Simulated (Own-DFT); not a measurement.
# Strain and stress in beta-Si3N4, 112 atoms (N64Si48)

Everything here is calculated. The program is Own-DFT (plane waves, in-house, since retired, never reviewed by a person); positions were held fixed, and spin and spin-orbit coupling were off.

Settings: PBE; PseudoDojo norm-conserving scalar-relativistic files; cutoff 42 hartree; 2 x 2 x 4 k mesh centred on Gamma; Fermi-Dirac smearing of 0.1 eV.

Keep in mind (not all hold for every row): some atoms lie very close together; forces on such cells moved up to 12 meV/angstrom on a denser k mesh; stress not checked against mesh or cutoff.

Unstrained cell vectors in Å: (15.212, 0.000, 0.000); (-7.606, 13.174, 0.000); (0.000, 0.000, 5.818). The unstrained cell has measured lattice constants (interpolated for alloys), not those of this functional. That, the random moves and any unrelaxed bonds set the pressure at no strain. In each run the cell takes a homogeneous strain; fractional positions stay. Each coordinate of each atom was shifted by a normal deviate of width 0.05 Å. Strains are tensor components in per cent; tension counts as positive stress, and P is minus the mean normal stress.

| run | e_xx (%) | e_yy (%) | e_zz (%) | e_yz (%) | e_xz (%) | e_xy (%) | s_xx (GPa) | s_yy (GPa) | s_zz (GPa) | s_yz (GPa) | s_xz (GPa) | s_xy (GPa) | P (GPa) | E (meV/atom) |
|---|---|---|---|---|---|---|---|---|---|---|---|---|---|---|
| 1 | -1.38 | -1.75 | 0.23 | 0.41 | 0.62 | 1.29 | -16.30 | -18.06 | -12.84 | 2.29 | 1.60 | 5.44 | 15.73 | 22.7 |
| 2 | 0.53 | -0.20 | 0.87 | 1.23 | 1.40 | 0.04 | -3.59 | -8.26 | -2.59 | 4.39 | 2.38 | 0.26 | 4.81 | 0.0 |
| 3 | 1.16 | -0.73 | -1.88 | 1.29 | -0.77 | -1.41 | -4.16 | -14.02 | -22.21 | 5.08 | -2.29 | -8.45 | 13.47 | 44.7 |
| 4 | 0.77 | -0.27 | 0.70 | -1.04 | -1.81 | -0.62 | -3.81 | -6.34 | -6.40 | -4.09 | -6.79 | -1.77 | 5.52 | 10.2 |
| 5 | -1.56 | -1.44 | 1.27 | -1.84 | -1.60 | -0.94 | -15.94 | -17.80 | -4.76 | -6.58 | -7.15 | -4.55 | 12.83 | 35.1 |
| 6 | 1.31 | -0.38 | -1.11 | 0.83 | 1.52 | -0.73 | -2.69 | -6.40 | -17.67 | 3.94 | 6.19 | -2.96 | 8.92 | 5.8 |
| 7 | 1.98 | 0.23 | -0.26 | 1.57 | -0.18 | 1.64 | 3.14 | -4.13 | -12.16 | 5.69 | 0.42 | 5.74 | 4.39 | 31.4 |
| 8 | 0.49 | 0.97 | 0.04 | 0.76 | -1.33 | -1.90 | -3.43 | -1.55 | -10.98 | 2.97 | -6.81 | -8.63 | 5.32 | 27.5 |
| 9 | 0.93 | -0.27 | -1.88 | 1.42 | 0.47 | -1.88 | -6.32 | -9.39 | -23.57 | 7.89 | 0.66 | -8.47 | 13.09 | 37.5 |
| 10 | 1.38 | -0.28 | 0.66 | 0.44 | -0.10 | 1.48 | 2.51 | -9.63 | -5.52 | 1.38 | 0.49 | 5.12 | 4.21 | 15.2 |
| 11 | 1.46 | -1.56 | -0.36 | 1.87 | 0.30 | -1.78 | -1.43 | -16.75 | -14.32 | 6.84 | 1.54 | -6.99 | 10.83 | 39.8 |
| 12 | 0.17 | 1.29 | 1.77 | -1.93 | 0.69 | -1.42 | -3.40 | 1.18 | 1.26 | -5.34 | 1.96 | -5.28 | 0.32 | 2.9 |
| 13 | -1.79 | -0.74 | -1.65 | 1.92 | 0.77 | 1.99 | -21.93 | -14.36 | -26.41 | 7.14 | 4.21 | 8.32 | 20.90 | 58.1 |
| 14 | -0.02 | 1.33 | -1.81 | 1.75 | -0.43 | 1.27 | -7.67 | -4.37 | -19.23 | 5.73 | -1.54 | 1.69 | 10.42 | 28.6 |
| 15 | 1.72 | -1.97 | -1.16 | -0.54 | -0.67 | 1.62 | -1.02 | -19.78 | -19.17 | 0.02 | -2.18 | 7.04 | 13.32 | 49.0 |
| 16 | 1.74 | 0.92 | 1.29 | 0.66 | -1.55 | 1.83 | 2.42 | 1.79 | -1.25 | 1.76 | -5.59 | 7.62 | -0.99 | 8.9 |
| 17 | -0.40 | 1.24 | 1.39 | 1.20 | -1.01 | -1.21 | -6.15 | 0.48 | -3.45 | 2.98 | -3.82 | -3.38 | 3.04 | 18.2 |
| 18 | -0.34 | -0.25 | 0.44 | 1.65 | 0.98 | -0.20 | ? | ? | ? | ? | ? | ? | ? | ? |

The last column gives the free energy per atom over the lowest of the runs shown.

## What the rows give

Each stress component was fitted by least squares to a constant and the strains of the runs shown, as fractions, with shears doubled. Shear strains stay in the fit of a normal stress only where such slopes are resolved. The slopes, in GPa:

```
stress,at no strain,per e_xx,per e_yy,per e_zz,scatter
s_xx,-7.7,556 ± 24,94 ± 27,134 ± 23,1.10
s_yy,-7.8,101 ± 36,583 ± 40,96 ± 35,1.67
s_zz,-11.4,95 ± 32,86 ± 36,646 ± 31,1.49
```

The slope of each shear stress on twice its own strain, from a fit on all six strains: yz 149 ± 10, xz 179 ± 15, xy 201 ± 10 GPa. These are stiffnesses along x, y and z of the frame in which the cell vectors are given, with the crystal's c axis along z: C11, C12, C13 and C33. Hexagonal symmetry asks that xx and yy behave alike, which is a second check on the noise. The atoms are held to the strained lattice; where symmetry lets them move under strain, relaxing them would lower some slopes. Symmetry asks for nearly equal slopes across the diagonal; the mismatch is a measure of noise. A ninth of the table's sum, 266 ± 7 GPa, estimates the bulk modulus near the mean pressure of these runs, 8.6 GPa, so it lies above the value at zero pressure.

## Prediction

Question: what normal stresses and pressure should run 18 give?

From the fit: s_xx = -9.2, s_yy = -9.2, s_zz = -9.1 and P = 9.2 GPa. Computed: -10.89, -7.73, -8.85 and P = 9.16 GPa.
